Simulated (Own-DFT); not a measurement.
# Bulk modulus against bond length in tetrahedral crystals

Source: density functional calculations with Own-DFT, an unreviewed in-house program that is no longer used. Nothing was measured or relaxed, and spin and spin-orbit coupling are left out.

Keep in mind (not all hold for every row): forces on such cells moved up to 12 meV/angstrom on a denser k mesh; k mesh not checked against a denser one; forces on such cells passed a denser k mesh, each cell not checked; stress not checked against mesh or cutoff.

All runs are PBE with PseudoDojo norm-conserving files; cutoff and k mesh are each material's own. Every cell starts from measured lattice constants and was given uniform random strains and small random moves of its atoms. Each triple is the change of volume in per cent, the rms move u in Å and the pressure in GPa.

- 3C SiC (C32Si32), 10.36 Å³/atom unstrained: (-2.12, 0.053, 10.58); (-1.98, 0.046, 10.36); (-1.21, 0.052, 8.83); (-0.18, 0.047, 5.55); (0.59, 0.053, 4.75); (1.26, 0.050, 2.67); (2.04, 0.051, 1.29)
- wurtzite AlN (Al36N36), 10.45 Å³/atom unstrained: (-2.65, 0.049, 12.24); (-2.16, 0.050, 10.42); (-1.55, 0.053, 9.78); (-0.89, 0.053, 7.76); (1.28, 0.055, 3.35); (1.43, 0.048, 3.03); (2.26, 0.052, 1.67)
- wurtzite GaN (Ga48N48), 11.42 Å³/atom unstrained: (-2.79, 0.052, 13.97); (-2.67, 0.047, 13.22); (-2.51, 0.048, 13.20); (-1.71, 0.049, 10.88); (-0.84, 0.048, 9.18); (-0.81, 0.047, 9.06); (1.92, 0.048, 3.72)
- diamond silicon (Si64), 20.02 Å³/atom unstrained: (-3.58, 0.050, 6.46); (-1.82, 0.051, 4.63); (-1.27, 0.051, 3.88); (0.36, 0.051, 2.37); (1.42, 0.055, 1.71); (2.54, 0.047, 0.33); (3.00, 0.049, -0.15)
- zincblende GaP (Ga32P32), 20.24 Å³/atom unstrained: withheld
- zincblende InP (In32P32), 25.27 Å³/atom unstrained: (-3.90, 0.049, 6.97); (-2.00, 0.046, 5.12); (-1.73, 0.050, 5.06); (-0.39, 0.051, 4.25); (0.25, 0.049, 3.47); (0.95, 0.045, 3.01); (2.73, 0.052, 1.89)
- grey tin (Sn64), 34.15 Å³/atom unstrained: (-2.58, 0.049, 5.11); (-1.17, 0.048, 4.26); (-0.65, 0.048, 4.30); (-0.62, 0.047, 3.97); (0.53, 0.046, 3.45); (0.55, 0.048, 3.42); (1.66, 0.051, 2.95)

## What the rows give

Fit a line to each set against the fractional change of volume; B is minus its slope, and u is nearly the same within a set. To take it to zero pressure, assume that B rises by 4 GPa for each GPa: B0 = B - 4 x (mean pressure). The bond length of an ideal tetrahedral crystal with the unstrained volume v is d = (√3/4)(8 v)^(1/3). Cohen's empirical rule reads B0 = (1971 - 220 L) d^(-3.5) GPa, with L = 0 for group IV crystals and SiC and 1 for III-V compounds.

| material | L | d (Å) | B (GPa) | mean P (GPa) | B0 (GPa) | rule (GPa) |
|---|---|---|---|---|---|---|
| 3C SiC (C32Si32) | 0 | 1.888 | 229 ± 9 | 6.3 | 204 ± 9 | 213 |
| wurtzite AlN (Al36N36) | 1 | 1.893 | 213 ± 7 | 6.9 | 186 ± 7 | 188 |
| wurtzite GaN (Ga48N48) | 1 | 1.950 | 215 ± 8 | 10.5 | 173 ± 8 | 169 |
| diamond silicon (Si64) | 0 | 2.352 | 98 ± 3 | 2.7 | 87 ± 3 | 99 |
| zincblende GaP (Ga32P32) | 1 | 2.360 | ? | ? | ? | 87 |
| zincblende InP (In32P32) | 1 | 2.541 | 76 ± 3 | 4.3 | 59 ± 3 | 67 |
| grey tin (Sn64) | 0 | 2.810 | 52 ± 4 | 3.9 | 36 ± 4 | 53 |

A line through ln[B0/(1971 - 220 L)] against ln d has a slope of -4.3 ± 0.2 and a scatter of 8 %. Against the rule, B0 stands at 96 % for 3C SiC, 99 % for wurtzite AlN, 102 % for wurtzite GaN, 88 % for diamond silicon, 88 % for zincblende InP, 68 % for grey tin. PBE tends to make silicon and heavier crystals too soft, and the rule itself is only a guide.

## Test on the hidden row

Asked: what B0 does the fitted trend give for zincblende GaP (Ga32P32)?

Estimate: 74 GPa. Its own runs give B = 90 ± 3 GPa at a mean pressure of 2.7 GPa, so B0 = 79 GPa.
